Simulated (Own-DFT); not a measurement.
# Computed records: GaN (wurtzite, strained, atoms displaced)

All values are calculated (Own-DFT development build). A calculation, not a measurement: plane-wave PBE density functional theory by an unreviewed code, no spin, of a simulated periodic cell, stress positive in tension, free energy of the whole cell less one offset for each atom, forces on such cells passed a denser k mesh, this cell's mesh not checked; offsets are fitted by least squares, one for each functional and potential file, so energies compare only between cells with the same atoms and settings and are not formation energies; the far tail of each file's local potential was reset to the Coulomb form; each entry is a single point on an unrelaxed cell, so the pressure reflects the starting lattice, mostly measured values (interpolated for alloys), from which strain is counted, and rises with the displacements; printed positions are rounded, which can move forces by about a meV/angstrom; the program, named Own-DFT, is a retired in-house code; no spin-orbit coupling.

Common to all runs: functional PBE; potential files PseudoDojo norm-conserving, scalar-relativistic, standard set with the stringent files for Ga; wave cutoff 96 hartree; occupations Gaussian; smearing width 0.01 eV; k mesh 3 x 4 x 3 centred on Gamma.

(1) 
```xyz
96
Lattice="12.7560 0.0000 -0.0957 -4.7835 8.2853 0.0359 -0.0778 0.0000 10.3700" Properties=species:S:1:pos:R:3:force_x:R:1:force_y:R:1:force_z:R:1 formula=GaN free_energy_of_cell_above_offsets=-4.158 pressure=7.31 stress_xx=-8.89 stress_yy=-5.87 stress_zz=-7.17 stress_yz=0.78 stress_xz=-1.85 stress_xy=-0.02
Ga    -0.0149     1.8822    10.3412      -0.77     -0.525      0.498
Ga     1.6288     0.9145     2.4941     -0.312      1.326      1.037
N     -0.0488     1.8431     1.9572       1.48      0.842     -0.597
N      1.5707     0.9417     4.5367     -0.697      0.954     -1.132
Ga    -0.0342     1.9120     5.1804      0.284     -0.369      0.554
Ga     1.4198     0.9814     7.7635      3.428     -1.623        0.6
N     -0.0282     1.7838     7.1948     -3.385      2.352     -1.355
N      1.5199     0.9947     9.6536     -0.378     -1.071      1.299
Ga    -1.5880     4.4966     0.0473     -0.161      1.618     -0.636
Ga     0.0198     3.7227     2.5640      0.863      -0.33      0.756
N     -1.5264     4.5949     1.9576      -1.51      0.533      0.113
N     -0.0823     3.7407     4.6282      1.872     -0.818     -1.756
Ga    -1.6397     4.5948     5.1283       0.45       1.67      0.971
Ga    -0.1337     3.6509     7.8774      0.752      0.317     -1.671
N     -1.6628     4.5416     7.0965      1.407      1.437     -0.145
N     -0.0317     3.7409     9.7589     -0.946     -1.068      0.163
Ga    -3.1624     7.3059     0.0702      0.759      1.128      -1.77
Ga    -1.5366     6.5283     2.5554     -2.613     -1.779      1.596
N     -3.2624     7.4441     1.9452      1.308     -1.674      0.572
N     -1.6201     6.4365     4.5648     -0.759      0.833     -0.561
Ga    -3.2675     7.4797     5.1972      0.736     -1.995        0.9
Ga    -1.7020     6.4467     7.7716      -0.02      0.295     -1.568
N     -3.3451     7.4440     7.2324      0.622     -1.268     -1.417
N     -1.6320     6.4710     9.5996     -0.791     -1.031      3.378
Ga     3.1571     1.8068    -0.0152      1.223      0.556     -0.798
Ga     4.8087     0.9015     2.5758     -0.297       0.09     -0.539
N      3.2376     1.8095     1.8747     -0.518       0.47      1.443
N      4.7269     0.9047     4.5097      0.421      0.559     -0.121
Ga     3.1190     1.8239     5.1630      0.853      0.421      0.008
Ga     4.6771     0.9693     7.7246      0.835     -1.978      0.867
N      3.1661     1.7812     7.0787     -2.062      1.537      0.066
N      4.6852     0.9650     9.6553      0.502     -0.839      1.197
Ga     1.5228     4.6086    10.3273      1.458      0.569      0.199
Ga     3.1652     3.7247     2.6394      0.364     -1.167     -0.804
N      1.6904     4.6295     1.8965     -1.682     -0.349      0.635
N      3.2212     3.7085     4.5449     -1.341      -0.71      0.283
Ga     1.5538     4.5886     5.1935      0.131      0.515      0.373
Ga     3.1055     3.6598     7.8120      0.416      0.226     -0.812
N      1.4411     4.6277     7.1634      1.078     -1.734     -0.163
N      3.1518     3.6712     9.7330     -0.591       0.05      -0.08
Ga    -0.0089     7.2914     0.0345      0.098      1.406     -1.434
Ga     1.6497     6.4762     2.5408     -1.983     -1.622      1.572
N     -0.0254     7.2860     1.9744      1.977      1.723     -0.764
N      1.5333     6.4433     4.5864      0.645     -0.062      -1.12
Ga    -0.0344     7.3671     5.1714     -0.312     -0.408      1.212
Ga     1.5434     6.4027     7.7394     -0.283      1.278       0.56
N     -0.0807     7.2991     7.1967      0.123       1.06     -1.177
N      1.5174     6.4622     9.7306     -0.018     -0.511     -0.066
Ga     6.4617     1.7994    -0.0409     -2.033      0.383     -0.722
Ga     7.9034     0.8976     2.5873       0.91     -0.646     -0.224
N      6.4102     1.7853     1.8711     -0.722       0.71      0.629
N      7.9292     0.9842     4.4950      0.175     -0.369      0.402
Ga     6.3436     1.8486     5.1414     -0.268      0.235      0.991
Ga     7.9269     0.9178     7.7615     -0.943     -0.173     -1.655
N      6.2484     1.8534     7.1774      1.653      0.444     -1.096
N      7.8262     0.7816     9.6380      1.573      2.133      0.569
Ga     4.7736     4.6469     0.0601      0.151     -2.114     -0.504
Ga     6.3763     3.7087     2.4892     -0.281     -0.393      0.738
N      4.7117     4.5634     1.9422       1.33      0.867      0.662
N      6.4167     3.7325     4.5456     -0.991     -1.174     -1.336
Ga     4.7903     4.5250     5.1707      0.199      1.813     -0.287
Ga     6.3145     3.7403     7.8307      0.144     -1.432     -0.624
N      4.8581     4.6567     7.0681     -1.738     -0.985      0.237
N      6.3039     3.6744     9.7194      0.447      0.179      0.854
Ga     3.1058     7.3638    10.3181       0.26     -2.363      0.693
Ga     4.7571     6.5101     2.5923      1.621     -1.075     -0.565
N      3.1700     7.2395     1.9834      0.929       2.94     -1.848
N      4.7261     6.5419     4.4440      0.958     -0.987      1.909
Ga     3.1479     7.3892     5.1424       0.05      0.017      0.477
Ga     4.7610     6.4276     7.7034     -1.186      0.201     -0.005
N      3.1320     7.3530     7.1058      0.167      0.169      0.054
N      4.6506     6.2628     9.6079      0.691      3.693      0.897
Ga     9.4644     1.7804    10.2832     -0.706      0.972      0.811
Ga    11.2590     0.9110     2.5684     -1.546     -0.487     -0.079
N      9.5179     1.7546     1.9768      0.747      0.023     -1.403
N     11.1774     0.9693     4.4902     -0.138     -0.826      0.349
Ga     9.5703     1.9236     5.0588     -0.314     -1.532      0.446
Ga    10.9830     1.0019     7.6643       3.09     -2.206      0.663
N      9.5313     1.7972     7.0506     -2.323      1.905     -0.888
N     11.0242     0.9316     9.6418      0.838      1.217     -0.591
Ga     7.9311     4.6297    10.2581     -0.435      0.287      0.573
Ga     9.5663     3.6037     2.5016     -0.047      0.996      0.046
N      7.9444     4.6328     1.9120      1.034     -0.901     -0.766
N      9.6618     3.6771     4.4482     -2.719      0.349     -0.308
Ga     7.8657     4.6530     5.2312       1.85     -0.277     -1.092
Ga     9.5851     3.7592     7.5578     -1.178     -2.194      2.081
N      7.9626     4.5316     7.1337     -1.041      0.965     -0.291
N      9.5034     3.6940     9.6205     -0.062     -0.967     -0.087
Ga     6.2591     7.4951    10.3118      0.622      -2.98      0.534
Ga     7.9815     6.4248     2.5225      0.556     -0.225        0.5
N      6.4856     7.3504     1.9524     -2.325      0.761     -1.107
N      7.9535     6.4214     4.4754      0.292      0.414      0.402
Ga     6.4339     7.3451     5.2160     -1.513      0.655     -1.586
Ga     7.8704     6.3894     7.7004      0.712      1.103      0.848
N      6.2936     7.3296     7.0912      0.626       0.97      0.623
N      7.9611     6.5243     9.6763     -1.773     -0.928     -0.292
```

Units: free_energy_of_cell_above_offsets in eV; pressure, stress_xx, stress_yy, stress_zz, stress_yz, stress_xz, stress_xy in GPa; force_x, force_y, force_z in eV/Å.

(2) 
```xyz
96
Lattice="12.7560 -0.0957 0.0000 -4.8456 8.3211 0.0000 0.0000 0.0000 10.3700" Properties=species:S:1:pos:R:3:force_x:R:1:force_y:R:1:force_z:R:1 formula=GaN free_energy_of_cell_above_offsets=-4.683 pressure=7.06 stress_xx=-6.81 stress_yy=-5.68 stress_zz=-8.67 stress_yz=-0.32 stress_xz=-0.3 stress_xy=-3.21
Ga    -0.0623     1.8148    10.3077      1.414      1.792       1.08
Ga     1.5562     0.9401     2.6120      0.096     -1.028     -0.401
N     -0.0541     1.8270     2.0074      1.581      0.851     -1.951
N      1.5674     0.9576     4.5313      0.489     -1.328      0.452
Ga    -0.0516     1.7951     5.1580      1.926      1.756       0.96
Ga     1.5318     0.8487     7.7949      0.856      1.403     -0.685
N     -0.0755     1.7706     7.0834      1.205      0.983      0.456
N      1.5132     0.9715     9.6961      1.255     -1.397      0.723
Ga    -1.7193     4.5964     0.0727      1.766     -0.005     -0.938
Ga     0.0243     3.6500     2.5819     -0.131      1.285      0.757
N     -1.6054     4.6332     1.9489      0.147     -0.362      1.022
N      0.0279     3.6784     4.5975     -1.414      -0.17     -0.675
Ga    -1.6745     4.6457     5.2666      1.556     -1.686     -1.566
Ga     0.0064     3.7270     7.7191     -0.375      -1.36     -0.186
N     -1.6108     4.5790     7.1097      -0.02      0.958      1.237
N     -0.0077     3.6730     9.5943     -0.541      0.269      2.399
Ga    -3.2639     7.3496     0.0001      0.154      1.036      0.998
Ga    -1.6533     6.4978     2.6629     -0.147     -0.881     -0.745
N     -3.2756     7.3405     2.0150      0.097      0.688     -0.619
N     -1.6343     6.3382     4.5920     -0.534      2.817     -0.641
Ga    -3.2480     7.3917     5.2402     -0.013      0.027     -2.342
Ga    -1.7575     6.4127     7.8156      1.591      0.224      0.212
N     -3.2274     7.3908     7.0747      -0.38     -0.472      1.809
N     -1.6153     6.4538     9.8219     -2.005      -0.71     -1.675
Ga     3.2421     1.8144    10.3666     -0.835     -0.925     -0.802
Ga     4.7606     0.8110     2.5600       0.29      1.191      0.008
N      3.1105     1.7990     1.9068      1.253      0.103      0.711
N      4.8541     0.8240     4.5487     -1.048      1.118     -0.702
Ga     3.1995     1.7299     5.1876      0.033      1.374      0.337
Ga     4.9019     0.7459     7.8147     -0.893      1.716      -0.75
N      3.2801     1.7780     7.1679     -0.953     -0.893      -0.25
N      4.8385     0.8354     9.6897     -1.407     -0.518      1.197
Ga     1.5465     4.6126     0.0421      0.161      -0.82     -1.261
Ga     3.2311     3.6830     2.5243     -1.126     -0.854      1.408
N      1.6760     4.6579     1.9327     -1.365     -1.655      0.252
N      3.0692     3.6599     4.5551      2.754     -0.871     -0.824
Ga     1.5897     4.6021     5.1685     -0.532      0.159      0.268
Ga     3.1623     3.5898     7.7413     -0.055       0.36      0.606
N      1.5598     4.5954     7.1275       0.91      0.192     -0.064
N      3.2039     3.6191     9.7994     -1.242      0.384     -1.337
Ga    -0.0785     7.2628     0.0106      1.666        1.4     -0.139
Ga     1.5481     6.4088     2.5713     -0.016      0.913      0.124
N     -0.0536     7.3518     1.9121      -0.19     -0.451      0.975
N      1.5437     6.4016     4.4879      0.002      1.018      1.026
Ga    -0.0989     7.3686     5.1222      0.984     -1.341      1.093
Ga     1.5177     6.4182     7.7831     -0.268      0.217      0.437
N     -0.1584     7.3502     7.1285       0.96     -1.364     -0.247
N      1.5814     6.4256     9.7897     -0.609     -0.032     -0.875
Ga     6.2835     1.8264    10.3369      1.656     -0.278      0.661
Ga     7.9528     0.8741     2.5757      -0.38      -1.08      0.737
N      6.4014     1.7824     1.9773     -1.709      0.148     -0.647
N      7.9894     0.9177     4.5791     -0.285     -0.402     -0.137
Ga     6.3387     1.8395     5.2181      1.008      0.075     -0.086
Ga     8.0820     0.8899     7.7250     -1.934     -0.193      1.504
N      6.4390     1.7839     7.1880     -0.368      0.269     -0.717
N      7.8883     0.8172     9.7581      1.114      1.544     -0.761
Ga     4.6967     4.5341     0.0350      1.062      1.339     -1.287
Ga     6.3176     3.6092     2.6055      0.403     -0.082     -2.046
N      4.7571     4.5979     1.9088      0.709     -0.939       0.78
N      6.4503     3.7552     4.4067     -2.125     -1.502      2.632
Ga     4.8110     4.5948     5.2239     -1.005     -1.001     -1.121
Ga     6.3137     3.6588     7.8084      0.009     -0.314     -0.816
N      4.7338     4.5148     7.0814       0.02      0.945      1.419
N      6.3018     3.6528     9.6805      0.205      0.267      1.361
Ga     3.1634     7.3746     0.0328      -0.83     -0.337      0.215
Ga     4.7388     6.3377     2.6165     -0.572      1.617      0.022
N      3.1218     7.3266     1.9668      0.613      0.175      0.431
N      4.6964     6.3970     4.6065      0.597      0.283     -0.887
Ga     3.1652     7.3751     5.1546     -1.276     -0.041      0.542
Ga     4.6217     6.4808     7.7904      2.589     -1.885     -0.114
N      3.1414     7.3684     7.2508      -1.46      0.358     -2.285
N      4.6747     6.4623     9.7073      0.839     -0.922      0.356
Ga     9.5747     1.7392    10.3293     -1.637      0.665      1.152
Ga    11.2616     0.9059     2.7080     -3.202     -1.819     -2.713
N      9.4364     1.7895     2.0142      2.936     -0.061     -1.113
N     11.2476     0.8457     4.5033     -2.339     -1.218       1.87
Ga     9.6230     1.7261     5.1996     -0.302      1.017     -0.979
Ga    11.1735     0.8220     7.7953     -0.567     -0.394     -0.784
N      9.5460     1.8209     7.1050      1.644     -0.304      0.297
N     11.1676     0.9134     9.7220     -1.259     -1.536     -0.357
Ga     7.8982     4.5527     0.0483      0.173     -0.259     -1.352
Ga     9.5122     3.6048     2.5946       0.48      0.211      0.192
N      7.9298     4.4793     1.9063     -0.176      0.681      1.165
N      9.5671     3.6764     4.5669      -0.43     -1.415     -0.171
Ga     7.9452     4.4838     5.1994      0.868      1.469      -0.18
Ga     9.5747     3.6525     7.6874     -1.445     -0.298       1.46
N      7.8588     4.5936     7.0980      1.296     -0.719      0.664
N      9.5484     3.6216     9.7487     -1.191     -0.325     -1.105
Ga     6.2622     7.3772    10.3385      0.472     -0.848      0.747
Ga     7.8947     6.3008     2.6877     -0.072       0.43     -2.862
N      6.2863     7.2428     1.9466      0.762      1.168      0.207
N      7.9327     6.4033     4.4859     -0.058     -0.388      2.676
Ga     6.3179     7.2824     5.1543      0.606      0.131      0.433
Ga     7.9711     6.3776     7.8236     -0.921     -0.043     -1.037
N      6.3933     7.2566     7.1141     -1.308      0.868      0.381
N      7.9059     6.4047     9.7039     -0.251     -0.166      0.782
```

Units: free_energy_of_cell_above_offsets in eV; pressure, stress_xx, stress_yy, stress_zz, stress_yz, stress_xz, stress_xy in GPa; force_x, force_y, force_z in eV/Å.

(3) 
```xyz
96
Lattice="12.7560 0.0000 -0.0957 -4.7835 8.2853 0.0359 -0.0778 0.0000 10.3700" Properties=species:S:1:pos:R:3:force_x:R:1:force_y:R:1:force_z:R:1 formula=GaN free_energy_of_cell_above_offsets=-4.791 pressure=7.13 stress_xx=-6.39 stress_yy=-6.39 stress_zz=-8.6 stress_yz=-0.6 stress_xz=-1.79 stress_xy=0.74
Ga    -0.0240     1.8473     0.1408      0.136      0.613     -2.641
Ga     1.5663     0.9359     2.5795      1.117     -0.779     -0.382
N      0.0136     1.8872     1.9810     -0.592     -1.946      0.906
N      1.5201     0.9052     4.5704      0.689      0.297     -0.719
Ga     0.0008     1.7954     5.2256     -1.575      0.648     -1.316
Ga     1.5294     0.9175     7.6797      0.298      0.078      1.653
N     -0.0622     1.8042     7.0886      0.285      0.349      0.689
N      1.4794     1.0161     9.7671     -1.052     -2.098     -1.145
Ga    -1.7260     4.5629    10.3265       1.66      1.724      1.434
Ga    -0.0425     3.6170     2.6047     -0.895      1.937     -0.628
N     -1.6469     4.5915     1.9504      0.924      0.274      0.198
N      0.0109     3.6418     4.4863     -0.384     -0.385      1.161
Ga    -1.5585     4.5555     5.2025     -0.571      1.101      0.456
Ga    -0.0450     3.5999     7.7710     -0.283      1.562       0.63
N     -1.6102     4.6759     7.2038     -0.013      -1.12     -0.945
N     -0.1845     3.6935     9.7354      2.091     -0.648     -0.198
Ga    -3.2007     7.2900    10.2859     -2.404      1.821       1.97
Ga    -1.6271     6.4394     2.6420          1     -0.614     -0.813
N     -3.1850     7.2888     2.0225     -0.357      1.756     -1.187
N     -1.6560     6.4668     4.5356      1.108     -0.053      1.195
Ga    -3.2223     7.4078     5.1903      0.075     -1.925      0.837
Ga    -1.6556     6.5169     7.8560      1.063     -1.494     -1.201
N     -3.1955     7.3267     7.2506     -1.045      1.463     -1.473
N     -1.6960     6.4917     9.7187      1.807     -1.047      0.646
Ga     3.1227     1.7517    -0.0230      1.702      1.936      0.467
Ga     4.8201     0.8434     2.6273      -0.51      0.708     -2.122
N      3.2278     1.8602     1.9442     -0.491     -0.581      0.392
N      4.8571     0.9521     4.4620     -2.617     -1.438      1.303
Ga     3.1414     1.7920     5.1268      0.877      0.801      0.682
Ga     4.6471     0.8879     7.8246      1.588       0.46      -1.94
N      3.1485     1.8510     7.2159     -0.931      0.145     -1.959
N      4.7028     0.9563     9.6344     -0.216     -0.545      2.566
Ga     1.6418     4.6224     0.0104     -0.983     -0.788     -1.612
Ga     3.0928     3.7311     2.5894      1.328     -0.849     -0.549
N      1.4953     4.5169     1.8522      0.832      1.112       2.06
N      3.1943     3.6753     4.5190     -1.106     -0.448      0.114
Ga     1.5150     4.6081     5.1397      1.135     -0.913      0.467
Ga     3.0886     3.7224     7.7768      0.378     -0.202     -0.141
N      1.5480     4.6639     7.0805     -0.666     -1.919      0.122
N      3.1096     3.6992     9.6832       0.42     -0.206      0.891
Ga    -0.0701     7.3719    10.3290      0.242      0.052      0.468
Ga     1.6366     6.4120     2.5600      -0.54     -0.081      0.165
N      0.0323     7.3294     1.9215     -0.186      0.117      0.398
N      1.5646     6.3954     4.6210      0.202      0.968     -1.648
Ga     0.0227     7.3647     5.2381       -1.1      -0.06     -0.501
Ga     1.5350     6.3960     7.7209     -0.196      1.267      1.137
N     -0.0637     7.3733     7.1775      0.182       0.02     -0.251
N      1.5376     6.4380     9.7563      -0.79     -0.187     -1.146
Ga     6.3711     1.7928     0.0217      0.291      0.817     -2.053
Ga     7.9114     0.8823     2.4917      1.174       0.87      0.001
N      6.3645     1.8685     1.8763     -0.237     -1.215      0.744
N      7.8917     0.8907     4.4312      0.328      0.088      0.646
Ga     6.2887     1.7777     5.2049      2.202      1.765     -0.495
Ga     8.0135     0.8768     7.7076     -1.801      1.049       0.33
N      6.2725     1.8462     7.0732       0.42     -0.986       1.05
N      7.8540     0.8477     9.6339      0.815      1.408      0.414
Ga     4.8416     4.6856    -0.0147      -0.58     -1.798     -0.447
Ga     6.3387     3.6368     2.5126      1.291      1.024      0.921
N      4.8231     4.5873     1.9305     -1.429      0.366     -0.425
N      6.4278     3.6682     4.4896     -1.917     -1.007     -0.308
Ga     4.7471     4.5377     5.2308      0.938      0.666     -2.309
Ga     6.2722     3.6047     7.7829       0.55      1.127     -1.341
N      4.6675     4.5951     7.0522      0.714      0.263      2.153
N      6.3345     3.7483     9.6342     -0.437     -1.027      1.575
Ga     3.1307     7.3271    10.2152     -0.506      0.802      1.398
Ga     4.7141     6.4295     2.4625      2.008      -0.43      1.961
N      3.2508     7.3610     1.8920     -1.769       0.02     -0.709
N      4.7831     6.4052     4.5294     -0.666      0.126      -0.51
Ga     3.1571     7.3629     5.2248      0.711     -0.277      -1.78
Ga     4.7658     6.4640     7.7044     -0.179     -0.358     -0.137
N      3.0865     7.3952     7.0863      0.805     -0.785      1.061
N      4.6601     6.4418     9.6828      1.958      0.417     -0.602
Ga     9.6729     1.8645    -0.0408     -1.507        0.3     -1.663
Ga    11.1779     0.8289     2.4528     -1.118      2.107      1.105
N      9.5607     1.9147     1.7929      0.124     -1.177      2.383
N     11.0347     0.9003     4.5174        2.1      0.642      -1.66
Ga     9.5212     1.8338     5.0665     -1.132      0.473      0.268
Ga    11.1271     0.9431     7.6876     -0.387     -0.172     -0.209
N      9.5208     1.8439     7.0786      0.316     -0.124     -0.818
N     11.1105     0.9276     9.5889      0.321     -0.448      1.208
Ga     7.9242     4.6272    10.2992      0.182     -1.448      0.131
Ga     9.5451     3.7570     2.5971     -0.015     -0.724      -1.53
N      7.9964     4.6240     1.8387     -1.004     -0.104      1.081
N      9.5890     3.7038     4.4693     -0.568     -0.438      1.068
Ga     7.8737     4.5930     5.1391      1.485     -0.147      0.323
Ga     9.4723     3.6821     7.5778      1.077      0.655      1.644
N      7.9558     4.6274     7.0506     -1.483       0.26      0.629
N      9.5445     3.7652     9.6860     -2.514     -2.098     -1.914
Ga     6.4630     7.3607    -0.0357     -1.035      0.201     -0.626
Ga     7.9794     6.4516     2.5709      0.237      -1.13      0.155
N      6.4446     7.3591     1.8970     -0.978     -0.652     -0.264
N      7.9877     6.3699     4.5427     -0.616      1.922     -0.698
Ga     6.3371     7.4091     5.0897      0.205     -1.785      0.542
Ga     7.9423     6.5155     7.7582     -0.535     -1.435     -1.109
N      6.3649     7.4155     7.0696     -0.355     -0.402      0.189
N      7.8577     6.3635     9.6487       0.88      1.915      0.137
```

Units: free_energy_of_cell_above_offsets in eV; pressure, stress_xx, stress_yy, stress_zz, stress_yz, stress_xz, stress_xy in GPa; force_x, force_y, force_z in eV/Å.
